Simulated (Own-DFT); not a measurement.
Si12O23 (quartz with two neutral oxygen vacancies, atoms displaced) (calculated)

All values are calculated (Own-DFT development build). A calculation, not a measurement: plane-wave PBE and HSE06 DFT by an unreviewed code, no spin, of a simulated cell at Gamma alone, so results move with cell size and shape, stress positive in tension, energies less offsets, not probed for a lower state with spin; oxygen file: force components 24 meV/angstrom off all-electron in a glass; k mesh not checked against a denser one; forces and stress are PBE's, HSE06 gives the energy alone, and its difference from PBE has offsets of its own; offsets are fitted by least squares, one for each functional and potential file, so energies compare only between cells with the same atoms and settings and are not formation energies; the far tail of each file's local potential was reset to the Coulomb form; each entry is a single point on an unrelaxed cell, so the pressure reflects the starting lattice, mostly measured values (interpolated for alloys), from which strain is counted, and rises with the displacements; printed positions are rounded, which can move forces by about a meV/angstrom; the program, named Own-DFT, is a retired in-house code; no spin-orbit coupling.

Common to all runs: first functional PBE; second functional HSE06; exact exchange share 0.25; screening 0.11 1/bohr; exchange divergence Gygi-Baldereschi; potential files PseudoDojo norm-conserving, scalar-relativistic, made for PBE, standard set; wave cutoff 48 hartree; occupations fixed; k mesh 1 x 1 x 1 centred on Gamma.

(1) 
```cif
# cell vector a (Å): 9.8268 0.0000 0.0000
# cell vector b (Å): -4.9134 8.5103 0.0000
# cell vector c (Å): 0.0000 0.0000 10.8104
data_Si12O23
_symmetry_space_group_name_H-M 'P 1'
_symmetry_Int_Tables_number 1
_cell_length_a 9.8268
_cell_length_b 9.8268
_cell_length_c 10.8104
_cell_angle_alpha 90.000
_cell_angle_beta 90.000
_cell_angle_gamma 120.000
_cell_volume 904.06
loop_
_atom_site_label
_atom_site_type_symbol
_atom_site_fract_x
_atom_site_fract_y
_atom_site_fract_z
_atom_site_occupancy
Si1 Si 0.23275 0.00277 0.99846 1
Si2 Si 0.00147 0.23815 0.33174 1
Si3 Si 0.26012 0.26269 0.16744 1
O1 O 0.21140 0.13358 0.06281 1
O2 O 0.43109 0.29052 0.22711 1
O3 O 0.36399 0.07447 0.39436 1
O4 O 0.07376 0.37059 0.44422 1
O5 O 0.13133 0.20580 0.27049 1
O6 O 0.28409 0.42363 0.10975 1
Si4 Si 0.23422 0.99791 0.49757 1
Si5 Si 0.99978 0.23301 0.82838 1
Si6 Si 0.26583 0.26145 0.66692 1
O7 O 0.42686 0.29176 0.72380 1
O8 O 0.36361 0.07271 0.89801 1
O9 O 0.06857 0.36341 0.94060 1
O10 O 0.13347 0.20886 0.76944 1
O11 O 0.29188 0.42751 0.61142 1
Si7 Si 0.22838 0.50005 0.00159 1
Si8 Si 0.99965 0.73795 0.33219 1
Si9 Si 0.26886 0.77109 0.17181 1
O12 O 0.20676 0.63508 0.05482 1
O13 O 0.42991 0.79251 0.22273 1
O14 O 0.37105 0.57561 0.38935 1
O15 O 0.13991 0.71181 0.27040 1
O16 O 0.29836 0.92521 0.11034 1
Si10 Si 0.24249 0.50469 0.50352 1
Si11 Si 0.00115 0.73412 0.83463 1
Si12 Si 0.26962 0.76635 0.66411 1
O17 O 0.20525 0.63359 0.55858 1
O18 O 0.42973 0.80001 0.72423 1
O19 O 0.36321 0.57522 0.89081 1
O20 O 0.07369 0.86648 0.94051 1
O21 O 0.13831 0.70992 0.77156 1
O22 O 0.29341 0.92477 0.60936 1
Si13 Si 0.73451 0.99973 0.00020 1
Si14 Si 0.50312 0.23704 0.33120 1
Si15 Si 0.76558 0.26330 0.16714 1
O23 O 0.71097 0.14048 0.05939 1
O24 O 0.93108 0.29564 0.22945 1
O25 O 0.86777 0.07721 0.39382 1
O26 O 0.57608 0.36496 0.43981 1
O27 O 0.63114 0.20616 0.27690 1
O28 O 0.79291 0.42722 0.10633 1
Si16 Si 0.73625 0.00189 0.50403 1
Si17 Si 0.49867 0.23504 0.83511 1
Si18 Si 0.76743 0.25757 0.66857 1
O29 O 0.70368 0.13533 0.55397 1
O30 O 0.92568 0.29268 0.72780 1
O31 O 0.86633 0.07043 0.89555 1
O32 O 0.57357 0.36727 0.93627 1
O33 O 0.63324 0.20735 0.77635 1
O34 O 0.79138 0.42573 0.60577 1
Si19 Si 0.73162 0.49897 0.99589 1
Si20 Si 0.49305 0.73071 0.33261 1
Si21 Si 0.76284 0.76376 0.16815 1
O35 O 0.70111 0.62606 0.06217 1
O36 O 0.92678 0.79439 0.22253 1
O37 O 0.86159 0.57133 0.39239 1
O38 O 0.57038 0.86414 0.43983 1
O39 O 0.63138 0.70768 0.27462 1
O40 O 0.79713 0.93515 0.10916 1
Si22 Si 0.73665 0.49665 0.49838 1
Si23 Si 0.50177 0.73892 0.83762 1
Si24 Si 0.76840 0.76801 0.66781 1
O41 O 0.70384 0.63145 0.55443 1
O42 O 0.92724 0.79090 0.72522 1
O43 O 0.86281 0.57723 0.89349 1
O44 O 0.57136 0.86675 0.94712 1
O45 O 0.63698 0.70845 0.77330 1
O46 O 0.79662 0.92945 0.60742 1
_calc_PBE_energy_of_cell_above_offsets '-21.694'  # eV
_calc_HSE06_less_PBE_above_offsets '0.056'  # eV
_calc_PBE_pressure 6.93  # GPa
_calc_PBE_stress_xx -8.28  # GPa
_calc_PBE_stress_yy -5.68  # GPa
_calc_PBE_stress_zz -6.83  # GPa
_calc_PBE_stress_yz 1.9  # GPa
_calc_PBE_stress_xz 0.57  # GPa
_calc_PBE_stress_xy -0.08  # GPa
```

Force:
```csv
element,x (eV/Å),y (eV/Å),z (eV/Å)
Si,1.658,-2.415,2.636
Si,0.746,0.021,2.808
Si,2.627,1.415,0.279
O,-1.18,0.238,-0.312
O,-3.271,0.751,-2.422
O,1.243,0.817,-1.329
O,0.63,-0.281,-0.591
O,-0.388,-0.782,1.392
O,0.318,0.396,-0.181
Si,-2.719,-0.59,1.471
Si,-0.126,-0.224,3.095
Si,0.32,-1.356,-3.323
O,1.279,0.302,1.03
O,1.474,1.204,-1.981
O,-0.154,-0.573,-0.686
O,-0.014,-0.949,0.879
O,0.692,0.038,0.241
Si,1.417,-0.518,-1.106
Si,1.367,0.921,1.802
Si,1.677,-2.019,-3.406
O,-1.271,2.162,1.947
O,0.277,0.325,-0.085
O,-1.724,-3.866,2.353
O,-2.835,-1.569,2.83
O,-2.06,3.245,-2.501
Si,-0.864,-0.981,-1.681
Si,0.79,0.302,-1.224
Si,-0.848,-0.806,0.666
O,0.098,0.171,-0.181
O,2.334,-0.046,1.419
O,-0.041,-0.623,0.471
O,-0.601,-0.066,0.205
O,-0.88,-0.54,0.943
O,-0.67,1.684,-1.233
Si,-0.176,1.285,1.141
Si,-0.995,-0.799,2.385
Si,-0.564,1.71,1.368
O,0.247,-1.762,-1.434
O,-2.103,0.746,-2.041
O,-0.043,-0.579,0.396
O,-0.811,-0.47,-0.056
O,3.222,-0.414,-1.609
O,-0.013,-0.127,-0.109
Si,-0.53,-1.297,-2.856
Si,-0.074,-1.13,-1.296
Si,-4.096,1.866,-1.502
O,-0.238,0.329,0.975
O,0.962,0.512,-0.424
O,0.705,0.708,-1.535
O,-0.883,0.156,0.673
O,0.955,-0.407,-0.433
O,1.646,-1.648,1.8
Si,0.897,-0.26,2.247
Si,2.251,3.577,-0.605
Si,-1.144,0.431,-1.026
O,-0.903,1.341,0.489
O,0.683,0.237,0.171
O,1.843,1.526,-2.078
O,0.439,0.91,0.794
O,0.673,-0.195,-0.279
O,0.801,-1.558,0.884
Si,-1.63,0.525,1.275
Si,-0.184,-0.529,-1.707
Si,-0.104,-2.003,-1.885
O,-0.123,1.376,1.349
O,0.785,0.455,0.213
O,0.854,-0.215,-0.84
O,-0.628,-0.505,-0.475
O,-1.358,0.019,1.191
O,0.333,0.399,0.614
```

(2) 
```cif
# cell vector a (Å): 9.8268 0.0000 0.0000
# cell vector b (Å): -4.9134 8.5103 0.0000
# cell vector c (Å): 0.0000 0.0000 10.8104
data_Si12O23
_symmetry_space_group_name_H-M 'P 1'
_symmetry_Int_Tables_number 1
_cell_length_a 9.8268
_cell_length_b 9.8268
_cell_length_c 10.8104
_cell_angle_alpha 90.000
_cell_angle_beta 90.000
_cell_angle_gamma 120.000
_cell_volume 904.06
loop_
_atom_site_label
_atom_site_type_symbol
_atom_site_fract_x
_atom_site_fract_y
_atom_site_fract_z
_atom_site_occupancy
Si1 Si 0.24087 0.00128 0.00265 1
Si2 Si 0.99237 0.23418 0.33447 1
Si3 Si 0.26546 0.26562 0.17000 1
O1 O 0.20778 0.13270 0.05957 1
O2 O 0.42573 0.29400 0.22924 1
O3 O 0.36590 0.07449 0.39623 1
O4 O 0.07158 0.37505 0.44168 1
O5 O 0.13951 0.21151 0.26875 1
O6 O 0.28891 0.42308 0.10668 1
Si4 Si 0.23661 0.00081 0.50016 1
Si5 Si 0.99856 0.23591 0.83563 1
Si6 Si 0.26421 0.26585 0.66693 1
O7 O 0.21053 0.13640 0.55812 1
O8 O 0.42442 0.28970 0.72645 1
O9 O 0.36138 0.07030 0.89477 1
O10 O 0.07448 0.36564 0.94050 1
O11 O 0.13093 0.20466 0.77477 1
O12 O 0.29212 0.42743 0.60821 1
Si7 Si 0.23581 0.49771 0.00026 1
Si8 Si 0.99560 0.72989 0.33340 1
Si9 Si 0.26180 0.76659 0.16795 1
O13 O 0.20508 0.63116 0.05366 1
O14 O 0.42786 0.79277 0.22245 1
O15 O 0.36897 0.57229 0.39696 1
O16 O 0.07331 0.86620 0.43859 1
O17 O 0.13220 0.70537 0.27548 1
O18 O 0.29798 0.92688 0.10947 1
Si10 Si 0.22759 0.49508 0.50204 1
Si11 Si 0.00014 0.73479 0.83203 1
Si12 Si 0.26461 0.76530 0.66180 1
O19 O 0.20641 0.62524 0.55531 1
O20 O 0.42318 0.79340 0.72867 1
O21 O 0.36313 0.57192 0.89435 1
O22 O 0.07386 0.86910 0.93957 1
O23 O 0.13067 0.70338 0.77802 1
O24 O 0.29207 0.92999 0.60915 1
Si13 Si 0.73561 0.00100 0.99866 1
Si14 Si 0.49401 0.22556 0.33086 1
Si15 Si 0.76902 0.26973 0.17023 1
O25 O 0.70727 0.12834 0.05616 1
O26 O 0.93266 0.29824 0.22734 1
O27 O 0.86017 0.07042 0.38801 1
O28 O 0.56437 0.36079 0.43750 1
O29 O 0.63183 0.20529 0.27163 1
O30 O 0.79393 0.42337 0.11171 1
Si16 Si 0.73401 0.00282 0.50437 1
Si17 Si 0.50118 0.23762 0.83434 1
Si18 Si 0.76223 0.26562 0.66421 1
O31 O 0.70543 0.13294 0.55749 1
O32 O 0.86561 0.07165 0.88502 1
O33 O 0.57434 0.36562 0.93950 1
O34 O 0.79460 0.42530 0.60617 1
Si19 Si 0.73878 0.50525 0.99881 1
Si20 Si 0.50726 0.73715 0.33397 1
Si21 Si 0.76706 0.76712 0.16389 1
O35 O 0.70485 0.63740 0.05756 1
O36 O 0.92697 0.79364 0.23155 1
O37 O 0.85613 0.56890 0.39765 1
O38 O 0.57358 0.86651 0.44383 1
O39 O 0.63357 0.70684 0.27351 1
O40 O 0.79088 0.92207 0.10914 1
Si22 Si 0.73439 0.50055 0.50051 1
Si23 Si 0.49694 0.73463 0.83522 1
Si24 Si 0.76192 0.76768 0.67234 1
O41 O 0.70118 0.63518 0.55847 1
O42 O 0.92059 0.79232 0.72531 1
O43 O 0.86930 0.56983 0.89086 1
O44 O 0.57021 0.86360 0.94162 1
O45 O 0.62940 0.70573 0.77906 1
O46 O 0.79822 0.92898 0.61481 1
_calc_PBE_energy_of_cell_above_offsets '-20.847'  # eV
_calc_HSE06_less_PBE_above_offsets '0.079'  # eV
_calc_PBE_pressure 7.05  # GPa
_calc_PBE_stress_xx -6.58  # GPa
_calc_PBE_stress_yy -8.61  # GPa
_calc_PBE_stress_zz -5.97  # GPa
_calc_PBE_stress_yz 1.81  # GPa
_calc_PBE_stress_xz 1.17  # GPa
_calc_PBE_stress_xy 1.33  # GPa
```

Force:
```csv
element,x (eV/Å),y (eV/Å),z (eV/Å)
Si,-2.18,-1.04,0.334
Si,3.869,0.837,0.58
Si,1.598,0.201,-3.288
O,-0.176,0.521,0.648
O,0.622,0.128,-0.581
O,0.494,-1.729,-0.584
O,-2.013,-3.798,-2.146
O,-4.878,-1.394,4.432
O,0.645,0.471,0.356
Si,-1.72,-0.439,0.087
Si,-1.271,0.772,-2.977
Si,-0.013,-0.355,0.286
O,-0.583,-0.055,-0.095
O,-0.528,0.664,-0.358
O,1.873,1.416,-1.86
O,-0.764,-0.126,0.464
O,0.339,-0.075,-0.324
O,0.075,-0.085,0.382
Si,-0.59,0.319,0.415
Si,0.227,-0.042,1.639
Si,2.312,-2.613,-0.833
O,-1.047,1.78,1.823
O,0.394,-0.163,0.916
O,-0.033,0.341,-0.291
O,0.114,-0.054,0.378
O,-0.076,-0.611,0.162
O,-0.579,1.389,-0.349
Si,5.176,0.078,-1.706
Si,-1.027,1.167,0.439
Si,-0.585,-1.515,1.336
O,-3.353,4.987,3.095
O,0.007,0.227,-0.57
O,0.979,0.172,-1.107
O,0.03,-0.27,0.266
O,2.192,0.212,-2.403
O,0.662,-0.604,0.393
Si,1.582,-1.998,-1.094
Si,0.319,2.884,0.521
Si,0.532,-3.423,-1.175
O,-1.507,3.43,2.572
O,-1.163,0.489,-1.193
O,-0.142,-0.505,0.934
O,1.237,1.181,1.077
O,0.67,-0.684,0.127
O,-1.748,3.354,-2.312
Si,2.295,-2.395,-0.538
Si,2.389,-2.109,-2.24
Si,0.613,-1.403,4.987
O,-1.302,1.076,0.104
O,-0.869,-2.048,1.693
O,0.203,1.783,1.861
O,-0.451,1.97,-0.919
Si,0.198,-1.457,0.652
Si,-3.228,-1.172,0.444
Si,0.459,-1.512,2.434
O,0.682,-1.163,-0.81
O,-1.124,0.179,-1.603
O,2.997,2.131,-3.481
O,-0.129,0.122,0.132
O,2.122,-0.207,-0.984
O,-1.005,3.038,-1.744
Si,-4.137,-2.134,1.916
Si,-0.779,-0.453,0.149
Si,-0.641,-2.382,-1.367
O,0.226,0.078,0.699
O,2.51,-0.064,1.412
O,-0.409,-0.315,0.491
O,0.159,0.892,0.71
O,0.967,-0.306,-0.476
O,-1.719,2.411,-1.941
```

(3) 
```cif
# cell vector a (Å): 9.8268 0.0000 0.0000
# cell vector b (Å): -4.9134 8.5103 0.0000
# cell vector c (Å): 0.0000 0.0000 10.8104
data_Si12O23
_symmetry_space_group_name_H-M 'P 1'
_symmetry_Int_Tables_number 1
_cell_length_a 9.8268
_cell_length_b 9.8268
_cell_length_c 10.8104
_cell_angle_alpha 90.000
_cell_angle_beta 90.000
_cell_angle_gamma 120.000
_cell_volume 904.06
loop_
_atom_site_label
_atom_site_type_symbol
_atom_site_fract_x
_atom_site_fract_y
_atom_site_fract_z
_atom_site_occupancy
Si1 Si 0.24053 0.00530 0.99981 1
Si2 Si 0.00013 0.22939 0.33002 1
Si3 Si 0.26847 0.26748 0.16173 1
O1 O 0.20183 0.13569 0.05808 1
O2 O 0.42769 0.29160 0.22442 1
O3 O 0.36218 0.07031 0.39795 1
O4 O 0.07817 0.36926 0.44045 1
O5 O 0.13683 0.21032 0.27246 1
O6 O 0.29343 0.42406 0.10740 1
Si4 Si 0.23675 0.00179 0.50261 1
Si5 Si 0.00105 0.23548 0.83061 1
Si6 Si 0.26441 0.26261 0.66358 1
O7 O 0.42767 0.29018 0.72873 1
O8 O 0.36917 0.07447 0.89255 1
O9 O 0.07303 0.36408 0.94034 1
O10 O 0.13115 0.20513 0.77347 1
Si7 Si 0.23144 0.50172 0.00024 1
Si8 Si 0.00413 0.73745 0.33339 1
Si9 Si 0.26745 0.77163 0.16396 1
O11 O 0.20662 0.63644 0.05854 1
O12 O 0.43466 0.79837 0.22317 1
O13 O 0.36630 0.57583 0.39727 1
O14 O 0.07436 0.86454 0.44014 1
O15 O 0.14008 0.71120 0.27451 1
O16 O 0.29658 0.92231 0.11048 1
Si10 Si 0.23159 0.49529 0.49648 1
Si11 Si 0.00126 0.73617 0.83367 1
Si12 Si 0.26732 0.76543 0.67260 1
O17 O 0.20676 0.63442 0.55672 1
O18 O 0.42359 0.79141 0.72185 1
O19 O 0.36741 0.57779 0.88984 1
O20 O 0.07858 0.87211 0.94683 1
O21 O 0.13207 0.71032 0.77834 1
O22 O 0.29468 0.92805 0.60714 1
Si13 Si 0.73498 0.99622 0.00165 1
Si14 Si 0.50126 0.23309 0.33883 1
Si15 Si 0.76306 0.26802 0.16852 1
O23 O 0.70803 0.13139 0.05794 1
O24 O 0.93260 0.29461 0.22875 1
O25 O 0.86477 0.07224 0.39318 1
O26 O 0.57084 0.36611 0.43905 1
O27 O 0.63965 0.20864 0.27944 1
O28 O 0.79378 0.42377 0.10645 1
Si16 Si 0.73754 0.00585 0.49622 1
Si17 Si 0.50144 0.23530 0.83267 1
Si18 Si 0.76755 0.26419 0.66540 1
O29 O 0.70990 0.13450 0.56049 1
O30 O 0.93021 0.29588 0.72861 1
O31 O 0.87036 0.07641 0.89761 1
O32 O 0.57357 0.37040 0.94294 1
O33 O 0.63724 0.20800 0.77461 1
O34 O 0.79605 0.43000 0.60482 1
Si19 Si 0.73755 0.50519 0.00153 1
Si20 Si 0.49752 0.72863 0.33374 1
Si21 Si 0.76256 0.76238 0.17345 1
O35 O 0.71088 0.63490 0.05784 1
O36 O 0.91927 0.79333 0.22562 1
O37 O 0.86979 0.57479 0.39602 1
O38 O 0.57281 0.86852 0.44499 1
O39 O 0.63606 0.71169 0.27116 1
O40 O 0.79915 0.93034 0.10664 1
Si22 Si 0.73432 0.49883 0.50049 1
Si23 Si 0.50217 0.73638 0.83567 1
Si24 Si 0.76354 0.76638 0.66632 1
O41 O 0.70344 0.63475 0.55624 1
O42 O 0.92299 0.78985 0.72624 1
O43 O 0.86879 0.57005 0.89548 1
O44 O 0.57084 0.86362 0.94135 1
O45 O 0.63192 0.70929 0.77772 1
O46 O 0.79383 0.92729 0.60550 1
_calc_PBE_energy_of_cell_above_offsets '-21.200'  # eV
_calc_HSE06_less_PBE_above_offsets '0.006'  # eV
_calc_PBE_pressure 7.24  # GPa
_calc_PBE_stress_xx -8.9  # GPa
_calc_PBE_stress_yy -6.89  # GPa
_calc_PBE_stress_zz -5.93  # GPa
_calc_PBE_stress_yz 1.16  # GPa
_calc_PBE_stress_xz 1.36  # GPa
_calc_PBE_stress_xy -1.22  # GPa
```

Force:
```csv
element,x (eV/Å),y (eV/Å),z (eV/Å)
Si,0.087,-0.094,1.546
Si,0.04,1.501,1.504
Si,0.208,-1.285,2.19
O,0.901,-1.236,-0.944
O,1.17,-0.324,0.854
O,2.054,1.513,-2.522
O,-2.534,-3.774,-2.335
O,1.265,-0.535,-0.251
O,-1.311,2.999,-1.606
Si,-3.075,1.082,2.769
Si,-0.264,-0.757,2.043
Si,-0.282,-0.204,-2.88
O,-1.127,0.858,-1.23
O,0.297,-0.574,0.216
O,-0.136,0.559,0.284
O,1.556,-0.313,-0.591
Si,1.643,-0.416,-0.457
Si,-0.933,-0.708,-0.853
Si,3.116,-4.8,2.81
O,-0.371,0.014,0.066
O,-0.327,-0.68,0.256
O,1.114,-0.694,-1.096
O,-0.355,0.866,0.712
O,-0.483,-0.355,0.133
O,-2.816,6.522,-3.524
Si,1.678,1.118,4.648
Si,-2.11,0.643,2.185
Si,-3.123,-0.59,-3.205
O,-0.162,0.147,1
O,3.953,0.423,2.452
O,-1.212,-2.127,1.414
O,-1.006,-2.105,-1.727
O,2.463,-0.385,-1.091
O,1,-1.082,1.423
Si,-0.077,0.746,-0.465
Si,-1.062,-0.978,-2.273
Si,2.928,-2.252,-0.56
O,-1.031,1.404,1.42
O,-2.341,0.357,-1.663
O,1.429,0.508,-1.481
O,0.028,1.158,1.314
O,-0.819,-0.475,0.738
O,-0.657,1.823,-0.462
Si,-0.179,-2.588,1.888
Si,1.187,1.097,1.469
Si,-0.424,1.429,0.935
O,-0.744,0.438,-0.298
O,-1.201,0.588,-1.575
O,0.064,-0.416,-0.743
O,-0.172,-0.854,-0.678
O,0.19,-0.125,-0.128
O,0.825,-1.141,1.217
Si,0.863,-2.199,-0.613
Si,-0.73,3.528,0.218
Si,-0.451,1.593,-5.727
O,-1.616,1.974,1.67
O,4.76,0.203,2.512
O,0.095,-0.03,-0.69
O,-0.35,-1.448,-1.508
O,-2.26,-1.831,2.937
O,0.648,-1.517,1.271
Si,-0.529,1.029,-0.526
Si,-1.858,0.635,-1.431
Si,-0.565,-0.596,-0.051
O,-0.113,-0.129,0.318
O,0.589,0.226,0.382
O,0.582,0.915,-0.757
O,-0.107,1.091,0.94
O,2.381,-0.207,-1.559
O,-0.202,0.834,-0.234
```
